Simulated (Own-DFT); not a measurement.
# Strain and stress in beta-Si3N4, 112 atoms (N64Si48)

Source: density functional calculations with Own-DFT, an unreviewed in-house program that is no longer used. Nothing was measured or relaxed, and spin and spin-orbit coupling are left out.

Method: PBE; PseudoDojo norm-conserving scalar-relativistic files; cutoff 42 hartree; 2 x 2 x 4 k mesh centred on Gamma; Fermi-Dirac smearing of 0.1 eV.

Known weak points: forces on such cells moved up to 12 meV/angstrom on a denser k mesh; stress not checked against mesh or cutoff.

Unstrained cell vectors in Å: (15.212, 0.000, 0.000); (-7.606, 13.174, 0.000); (0.000, 0.000, 5.818). The unstrained cell has measured lattice constants (interpolated for alloys), not those of this functional. That, the random moves and any unrelaxed bonds set the pressure at no strain. Each run strains this cell uniformly, with the atoms carried along. All atoms carry random offsets, Gaussian with a width of 0.05 Å per axis. Stress is counted positive in tension, P = -(s_xx + s_yy + s_zz)/3, and strain components are those of the symmetric tensor.

| run | e_xx (%) | e_yy (%) | e_zz (%) | e_yz (%) | e_xz (%) | e_xy (%) | s_xx (GPa) | s_yy (GPa) | s_zz (GPa) | s_yz (GPa) | s_xz (GPa) | s_xy (GPa) | P (GPa) | E (meV/atom) |
|---|---|---|---|---|---|---|---|---|---|---|---|---|---|---|
| 1 | -0.09 | 1.72 | -1.20 | -1.29 | 1.15 | -0.11 | -6.74 | 2.26 | -17.65 | -2.79 | 3.39 | -0.83 | 7.38 | 8.0 |
| 2 | -1.84 | -0.15 | -0.06 | -0.69 | 1.27 | -0.20 | -18.49 | -9.05 | -14.09 | -1.52 | 6.10 | -0.80 | 13.88 | 28.6 |
| 3 | -0.92 | 1.05 | -1.58 | 1.21 | -0.79 | 0.41 | -12.50 | -5.60 | -20.84 | 5.63 | -4.01 | 0.49 | 12.98 | 41.9 |
| 4 | 0.35 | -0.58 | 1.87 | 0.90 | -0.99 | 1.44 | -2.22 | -9.81 | -1.98 | 4.70 | -3.41 | 6.55 | 4.67 | 41.7 |
| 5 | -1.40 | -0.18 | 0.04 | 0.35 | -0.60 | -1.99 | -17.95 | -10.66 | -10.12 | -0.15 | -1.32 | -9.38 | 12.91 | 39.4 |
| 6 | 0.04 | -0.16 | 1.92 | 0.99 | 0.30 | 1.38 | -6.45 | -6.40 | 2.95 | 2.03 | 0.92 | 6.27 | 3.30 | 2.7 |
| 7 | 1.51 | -1.67 | 1.58 | 1.50 | 0.63 | -0.19 | 0.15 | -11.18 | -0.89 | 4.65 | 2.32 | 0.20 | 3.97 | 0.0 |
| 8 | 1.99 | 0.59 | -1.23 | -1.24 | 0.36 | 0.52 | 1.38 | -3.17 | -13.64 | -3.94 | 1.56 | 1.63 | 5.14 | 12.6 |
| 9 | -0.77 | 1.43 | -1.71 | -0.42 | -1.07 | 1.38 | -14.10 | -2.35 | -20.39 | -2.20 | -3.14 | 7.05 | 12.28 | 44.7 |
| 10 | 0.33 | 1.05 | -1.60 | 0.47 | -1.19 | -0.50 | -8.29 | -1.53 | -18.93 | 1.64 | -5.91 | -1.78 | 9.58 | 21.6 |
| 11 | -1.58 | 1.32 | 1.74 | 1.89 | 0.57 | 0.02 | -11.86 | -1.15 | 0.20 | 5.18 | 2.53 | 0.93 | 4.27 | 15.2 |
| 12 | 0.61 | 0.03 | -1.38 | -0.45 | -1.08 | 0.56 | -6.39 | -7.14 | -18.37 | -1.86 | -2.64 | 1.65 | 10.63 | 16.4 |
| 13 | 1.56 | 1.97 | 0.70 | -0.07 | 1.74 | -1.93 | 2.70 | 3.30 | -1.66 | 2.17 | 5.48 | -5.85 | -1.45 | 25.1 |
| 14 | -0.48 | -1.55 | 1.61 | 1.93 | 0.64 | -0.30 | -9.56 | -12.93 | -2.79 | 4.54 | 2.83 | 0.30 | 8.42 | 22.4 |
| 15 | 0.61 | 0.85 | 1.74 | 0.87 | -1.75 | -0.50 | -1.75 | 0.44 | 0.75 | 4.24 | -4.44 | -3.68 | 0.19 | 12.8 |
| 16 | -1.98 | 1.45 | -0.07 | -1.96 | -0.75 | 0.25 | -16.72 | -1.71 | -12.49 | -6.95 | -2.71 | 2.39 | 10.31 | 36.7 |
| 17 | -1.17 | -1.74 | 1.31 | -0.18 | -0.10 | -1.62 | -14.58 | -15.59 | -6.71 | -1.35 | -0.35 | -7.00 | 12.29 | 29.4 |
| 18 | -0.51 | 0.57 | 0.32 | -0.02 | -0.66 | 0.35 | ? | ? | ? | ? | ? | ? | ? | ? |

The last column gives the free energy per atom over the lowest of the runs shown.

## Analysis

Each stress component was fitted by least squares to a constant and the strains of the runs shown, as fractions, with shears doubled. Shear strains stay in the fit of a normal stress only where such slopes are resolved. The slopes, in GPa:

| stress | at no strain | per e_xx | per e_yy | per e_zz | scatter |
|---|---|---|---|---|---|
| s_xx | -8.1 | 533 ± 25 | 119 ± 29 | 145 ± 24 | 1.21 |
| s_yy | -6.9 | 110 ± 25 | 475 ± 29 | 68 ± 24 | 1.21 |
| s_zz | -10.6 | 132 ± 27 | 109 ± 32 | 610 ± 27 | 1.34 |

The slope of each shear stress on twice its own strain, from a fit on all six strains: yz 160 ± 18, xz 169 ± 14, xy 219 ± 14 GPa. These are stiffnesses along x, y and z of the frame in which the cell vectors are given, with the crystal's c axis along z: C11, C12, C13 and C33. Hexagonal symmetry asks that xx and yy behave alike, which is a second check on the noise. The atoms are held to the strained lattice; where symmetry lets them move under strain, relaxing them would lower some slopes. Symmetry asks for nearly equal slopes across the diagonal; the mismatch is a measure of noise. A ninth of the table's sum, 256 ± 9 GPa, estimates the bulk modulus near the mean pressure of these runs, 7.7 GPa, so it lies above the value at zero pressure.

## Check

Asked: what normal stresses and pressure should run 18 give?

From the fit: s_xx = -9.7, s_yy = -4.5, s_zz = -8.7 and P = 7.6 GPa. Computed: -6.86, -4.24, -10.02 and P = 7.04 GPa.
